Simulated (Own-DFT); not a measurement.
# Computed records: GaP (zincblende, atoms displaced)

All values are calculated (Own-DFT development build). A calculation, not a measurement: plane-wave PBE density functional theory by an unreviewed code, no spin, of a simulated periodic cell, stress positive in tension, free energy of the whole cell less one offset for each atom, forces on such cells passed a denser k mesh, this cell's mesh not checked; offsets are fitted by least squares, one for each functional and potential file, so energies compare only between cells with the same atoms and settings and are not formation energies; the far tail of each file's local potential was reset to the Coulomb form; each entry is a single point on an unrelaxed cell, so the pressure reflects the starting lattice, mostly measured values (interpolated for alloys), from which strain is counted, and rises with the displacements; printed positions are rounded, which can move forces by about a meV/angstrom; the program, named Own-DFT, is a retired in-house code; no spin-orbit coupling.

Settings shared by all entries: functional PBE; potential files PseudoDojo norm-conserving, scalar-relativistic, standard set; wave cutoff 42 hartree; occupations Fermi-Dirac; smearing width 0.1 eV; k mesh 2 x 3 x 3 centred on Gamma.

(1) 
```xyz
96
Lattice="16.3515 0.0000 0.0000 0.0000 10.9010 0.0000 0.0000 0.0000 10.9010" Properties=species:S:1:pos:R:3:force_x:R:1:force_y:R:1:force_z:R:1 formula=GaP free_energy_of_cell_above_offsets=-53.603 pressure=2.72 stress_xx=-2.72 stress_yy=-2.73 stress_zz=-2.71 stress_yz=0.17 stress_xz=0.05 stress_xy=0.03
Ga     0.0137     0.0399    10.8831     -0.329     -0.351       0.07
Ga     0.0128     2.7120     2.6952      -0.07      0.039      0.237
Ga     2.7442     0.0211     2.7325     -0.157     -0.334     -0.285
Ga     2.7528     2.7206     0.0176     -0.417     -0.135     -0.486
P      1.3688     1.3346     1.3406      0.192      0.377      0.246
P      1.3751     4.0829     4.1068     -0.271      0.271       -0.7
P      4.0680     1.3506     4.0717      0.189      0.431      0.434
P      4.0513     4.1109     1.3139      0.254     -0.245      0.922
Ga     0.0264    10.8897     5.4251     -0.244      0.014      0.086
Ga     0.0008     2.7198     8.1679     -0.049      0.139      0.066
Ga     2.7353    10.8979     8.1617      -0.27      0.045      0.197
Ga     2.6754     2.7623     5.4506      0.519     -0.537      0.096
P      1.3384     1.3580     6.8027      0.272     -0.004      0.073
P      1.3755     4.0877     9.5178     -0.155     -0.184      0.351
P      4.1004     1.3552     9.5348     -0.113      0.231     -0.164
P      4.0629     4.0917     6.8195      0.177     -0.044     -0.114
Ga    16.3398     5.4711    10.8769      0.203     -0.318      0.271
Ga    16.3280     8.1793     2.6879       0.25      0.144      0.504
Ga     2.6858     5.4948     2.6869      0.414      -0.31      0.543
Ga     2.7176     8.1772    10.8987      0.009      0.255     -0.089
P      1.3688     6.8540     1.3727     -0.365       -0.2     -0.414
P      1.3793     9.5564     4.0781      0.048     -0.489     -0.101
P      4.1187     6.8142     4.1022       -0.3      0.015     -0.449
P      4.0955     9.5707     1.3160     -0.132     -0.486      0.593
Ga     0.0441     5.4416     5.4768     -0.341      0.077     -0.132
Ga    16.3297     8.1469     8.2043      0.116       0.35     -0.317
Ga     2.7225     5.4417     8.1821      0.007      0.056      0.017
Ga     2.7523     8.1606     5.4600     -0.289      0.108     -0.147
P      1.3780     6.8047     6.8313     -0.031      0.233     -0.019
P      1.3357     9.5532     9.5539      0.245     -0.179     -0.323
P      4.0564     6.7958     9.5587      0.318      0.332     -0.317
P      4.0803     9.5219     6.8331      0.005      0.345     -0.407
Ga     5.4237     0.0240     0.0142      0.574     -0.216     -0.509
Ga     5.4546     2.7053     2.7120     -0.178      0.376       0.06
Ga     8.1222     0.0245     2.7144      0.546     -0.307        0.3
Ga     8.1670     2.7077     0.0126     -0.007      0.107     -0.279
P      6.8182     1.3482     1.3600     -0.312      0.292     -0.176
P      6.8254     4.0989     4.0778     -0.213      0.211     -0.111
P      9.5396     1.3622     4.0745      -0.12      0.032      0.063
P      9.5247     4.0746     1.3603     -0.094       0.01     -0.211
Ga     5.4554    10.8786     5.4288     -0.375      0.282      0.328
Ga     5.4518     2.7216     8.1393     -0.002      0.049      0.258
Ga     8.1942     0.0116     8.1919     -0.189      0.013     -0.429
Ga     8.1829     2.7559     5.4357      0.063     -0.181      0.131
P      6.8044     1.3595     6.7959      0.253      0.017     -0.038
P      6.8015     4.1022     9.5517     -0.104     -0.355     -0.003
P      9.5277     1.3566     9.5247      0.239      0.137      0.413
P      9.5601     4.1025     6.8311     -0.289       -0.2      0.054
Ga     5.4030     5.4291    10.8992      0.545      0.488      0.063
Ga     5.4757     8.1691     2.7021     -0.383      0.486      0.305
Ga     8.1972     5.4728     2.6719     -0.069     -0.129      0.652
Ga     8.1824     8.1723     0.0150     -0.024      0.063     -0.277
P      6.8271     6.8395     1.3997     -0.257      -0.45     -0.812
P      6.7990     9.5659     4.1042      0.207     -0.475     -0.318
P      9.5577     6.8109     4.0873     -0.132     -0.027      0.018
P      9.5150     9.5300     1.3800      0.192       0.27     -0.002
Ga     5.4367     5.4706     5.4803      0.298     -0.273     -0.118
Ga     5.4239     8.1944     8.1534      0.335     -0.184      0.633
Ga     8.1575     5.4324     8.2020      0.262      0.351     -0.107
Ga     8.1575     8.1519     5.4453      0.248      0.295     -0.139
P      6.8182     6.8393     6.8236     -0.157     -0.371      0.132
P      6.8591     9.5618     9.5201     -0.687     -0.237      0.364
P      9.5558     6.8390     9.5277     -0.059      -0.39      0.225
P      9.5252     9.5472     6.8115      0.079      0.035     -0.237
Ga    10.9113     0.0094     0.0209     -0.117     -0.159     -0.076
Ga    10.8638     2.7542     2.7192      0.374     -0.279      0.123
Ga    13.6074     0.0142     2.7504      0.419     -0.197     -0.131
Ga    13.6240     2.7154    10.8942      0.121      -0.06      0.017
P     12.2807     1.3638     1.3807     -0.318      0.235     -0.063
P     12.2309     4.1346     4.0694      0.059     -0.546      0.391
P     14.9937     1.3604     4.1000      0.003      0.163     -0.117
P     14.9716     4.0721     1.3643      0.222      0.239     -0.058
Ga    10.9151     0.0121     5.4472     -0.186      0.027      0.125
Ga    10.8999     2.7077     8.1920      0.108      0.264      0.018
Ga    13.6329    10.8865     8.1383      0.073      0.103      0.225
Ga    13.6025     2.7266     5.4543      0.162      0.303     -0.328
P     12.2722     1.3910     6.8139     -0.196     -0.321      0.059
P     12.3023     4.0858     9.5315     -0.497     -0.027        0.1
P     14.9977     1.3672     9.5282     -0.205     -0.082     -0.102
P     14.9809     4.0950     6.8158      0.173     -0.201     -0.271
Ga    10.8915     5.4172     0.0299      0.176      0.271     -0.486
Ga    10.9113     8.1740     2.7141      0.063      0.106      0.182
Ga    13.6244     5.4388     2.7603      0.284       0.07     -0.227
Ga    13.6133     8.1613     0.0284      0.209     -0.035     -0.263
P     12.2779     6.7800     1.3802     -0.166       0.14     -0.036
P     12.2759     9.5579     4.1083     -0.246     -0.246     -0.275
P     15.0225     6.7961     4.0727     -0.184      0.157      0.376
P     15.0069     9.5328     1.3579     -0.374      0.449     -0.119
Ga    10.9063     5.4596     5.4914     -0.208     -0.018     -0.393
Ga    10.9003     8.1946     8.1483      0.066      0.046      0.209
Ga    13.6201     5.4320     8.1367     -0.049      0.226      0.156
Ga    13.6111     8.1884     5.4542      0.232     -0.375     -0.282
P     12.2458     6.8126     6.7972      0.312      0.189      0.247
P     12.2804     9.5384     9.5408     -0.127      0.013     -0.039
P     14.9830     6.7819     9.5151      -0.41      0.237      0.223
P     14.9821     9.5297     6.7733      0.347     -0.058      0.341
```

Units: free_energy_of_cell_above_offsets in eV; pressure, stress_xx, stress_yy, stress_zz, stress_yz, stress_xz, stress_xy in GPa; force_x, force_y, force_z in eV/Å.

(2) 
```xyz
96
Lattice="16.3515 0.0000 0.0000 0.0000 10.9010 0.0000 0.0000 0.0000 10.9010" Properties=species:S:1:pos:R:3:force_x:R:1:force_y:R:1:force_z:R:1 formula=GaP free_energy_of_cell_above_offsets=-53.654 pressure=2.7 stress_xx=-2.71 stress_yy=-2.71 stress_zz=-2.7 stress_yz=-0.19 stress_xz=0.25 stress_xy=-0.01
Ga    16.3273    10.8486     0.0116      0.061      0.565      0.021
Ga     0.0501     2.7055     2.6932     -0.489      0.351      0.398
Ga     2.7131    10.8880     2.7048      0.306       0.06      0.242
Ga     2.7472     2.7495     0.0132     -0.208     -0.432     -0.205
P      1.3634     1.3589     1.3826      0.145     -0.213     -0.669
P      1.3466     4.0871     4.1060      0.302     -0.124     -0.324
P      4.1058     1.3536     4.1045     -0.288     -0.124     -0.235
P      4.0805     4.0802     1.3549      0.314       0.17      0.134
Ga    16.3255     0.0185     5.4428     -0.056     -0.231     -0.075
Ga     0.0178     2.7168     8.1886     -0.197      0.019     -0.384
Ga     2.7212    10.8851     8.1874      0.259      0.505       -0.3
Ga     2.7385     2.7238     5.4430     -0.089     -0.025      0.089
P      1.3618     1.3290     6.7794      0.133      0.344      0.383
P      1.3757     4.0818     9.5393     -0.179      0.071       0.12
P      4.0946     1.3484     9.5507     -0.007      0.291     -0.151
P      4.0801     4.0920     6.8316      0.038     -0.256      -0.05
Ga     0.0250     5.4682     0.0269     -0.335     -0.229     -0.306
Ga    16.3448     8.1696     2.7364      0.121     -0.023     -0.052
Ga     2.7103     5.4290     2.6932      0.084      0.216       0.41
Ga     2.7156     8.1804    10.8501      -0.01      0.209       0.38
P      1.3683     6.8173     1.3438      0.082      0.306      0.219
P      1.3517     9.5579     4.0791      0.005      -0.25      0.218
P      4.0793     6.8120     4.1055      0.026      0.002     -0.448
P      4.1003     9.5354     1.3550     -0.122     -0.073     -0.106
Ga     0.0405     5.4559     5.4620     -0.693     -0.185     -0.091
Ga    16.3502     8.2063     8.1540      0.118     -0.375      0.218
Ga     2.7237     5.4399     8.1812     -0.052     -0.008      0.019
Ga     2.7143     8.1660     5.4679      0.113      0.283     -0.195
P      1.3779     6.7801     6.7957      -0.13      0.458      0.491
P      1.3750     9.5945     9.5196     -0.364     -0.693      0.178
P      4.0511     6.7963     9.5512      0.432      0.075     -0.252
P      4.0911     9.5448     6.8384     -0.118     -0.142     -0.219
Ga     5.4694     0.0250     0.0210     -0.175     -0.456      -0.41
Ga     5.4265     2.7110     2.7315      0.183       0.02     -0.174
Ga     8.1784     0.0375     2.7446     -0.264     -0.029      0.051
Ga     8.1782     2.7256     0.0390      0.193     -0.045     -0.548
P      6.8039     1.3716     1.3226      0.138      0.065       0.75
P      6.8165     4.0854     4.0444     -0.138     -0.134      0.647
P      9.5637     1.3731     4.1015     -0.201     -0.075     -0.087
P      9.5657     4.0668     1.3420     -0.226      0.294      0.208
Ga     5.4506    10.8896     5.4502      0.169      0.009      0.174
Ga     5.4750     2.7326     8.1664     -0.122      0.002       0.34
Ga     8.1985    10.8648     8.1615     -0.162      0.311      0.254
Ga     8.2074     2.7148     5.4520     -0.312       0.23      0.005
P      6.8217     1.3701     6.8254       0.12     -0.225     -0.207
P      6.8523     4.1044     9.5511     -0.293       -0.2     -0.005
P      9.5639     1.3778     9.5205     -0.344     -0.166      0.217
P      9.5576     4.0987     6.8152     -0.067     -0.154      0.038
Ga     5.4612     5.4568    10.8961     -0.054     -0.017      0.038
Ga     5.4821     8.1593     2.6869      -0.45      0.268      0.661
Ga     8.1804     5.4293     2.7295      0.014      0.042     -0.413
Ga     8.1710     8.1876     0.0719      0.089      0.046      -0.55
P      6.8076     6.8277     1.3744      0.209     -0.605     -0.167
P      6.8246     9.5313     4.1001     -0.027      0.004     -0.121
P      9.5082     6.7985     4.0672      0.413     -0.077      0.245
P      9.5047     9.5491     1.4184      0.529      0.044     -0.201
Ga     5.4183     5.4420     5.4729       0.31      0.002     -0.296
Ga     5.4414     8.1703     8.1777      -0.14      0.006      0.277
Ga     8.1875     5.4417     8.1770       0.05      0.375      0.007
Ga     8.1828     8.1326     5.4548     -0.152      0.271      0.127
P      6.7775     6.8181     6.8348      0.345     -0.296     -0.163
P      6.8134     9.5213     9.5385      0.074      0.109        0.2
P      9.5505     6.8470     9.5434     -0.253     -0.305      0.191
P      9.5516     9.5329     6.8154     -0.069     -0.176     -0.329
Ga    10.8958     0.0008     0.0078     -0.148     -0.065      0.081
Ga    10.8830     2.7148     2.7191      0.252      0.065      0.017
Ga    13.6153     0.0159     2.7182      0.128      0.042      0.142
Ga    13.6379     2.7541    10.8706      0.105     -0.422      0.502
P     12.2554     1.3694     1.3682      0.156      0.114     -0.262
P     12.2615     4.0707     4.0693      0.036      0.004      0.005
P     14.9939     1.4033     4.0939     -0.008     -0.409     -0.373
P     14.9875     4.0885     1.3774      0.282     -0.094     -0.208
Ga    10.9004    10.8913     5.4374      0.077       0.11      0.268
Ga    10.9258     2.7222     8.1762      -0.05      0.239      0.036
Ga    13.6201     0.0007     8.1837     -0.099      0.115     -0.072
Ga    13.6073     2.6895     5.4334      0.027      0.452      0.002
P     12.2690     1.3902     6.8073     -0.096     -0.563     -0.004
P     12.3007     4.0899     9.5556     -0.465     -0.154     -0.278
P     14.9818     1.3565     9.5340      0.208     -0.036      0.146
P     14.9423     4.0858     6.7894      0.589     -0.099      0.169
Ga    10.9134     5.4203    10.8682     -0.133      0.397      0.144
Ga    10.9213     8.1816     2.7743     -0.526     -0.208     -0.483
Ga    13.6379     5.4405     2.7252     -0.273      0.117      -0.05
Ga    13.6356     8.1579     0.0091     -0.399      0.188     -0.011
P     12.2275     6.8125     1.3714      0.283     -0.115      -0.02
P     12.2314     9.5414     4.0679      0.715      0.082      0.471
P     14.9915     6.7959     4.0777      0.004      0.143      0.346
P     14.9811     9.5242     1.3763     -0.092     -0.041      0.081
Ga    10.9043     5.4201     5.4262     -0.054      0.258     -0.036
Ga    10.8941     8.1492     8.1463       0.16        0.4      0.365
Ga    13.6308     5.4115     8.2070      0.024      0.501     -0.385
Ga    13.6205     8.1680     5.4798     -0.127     -0.066      -0.33
P     12.2326     6.8016     6.8187      0.391     -0.317      -0.08
P     12.2586     9.5599     9.5371     -0.036     -0.447      0.032
P     14.9729     6.8176     9.5507      0.431     -0.068     -0.207
P     14.9722     9.5369     6.8228       0.05      0.199      -0.22
```

Units: free_energy_of_cell_above_offsets in eV; pressure, stress_xx, stress_yy, stress_zz, stress_yz, stress_xz, stress_xy in GPa; force_x, force_y, force_z in eV/Å.
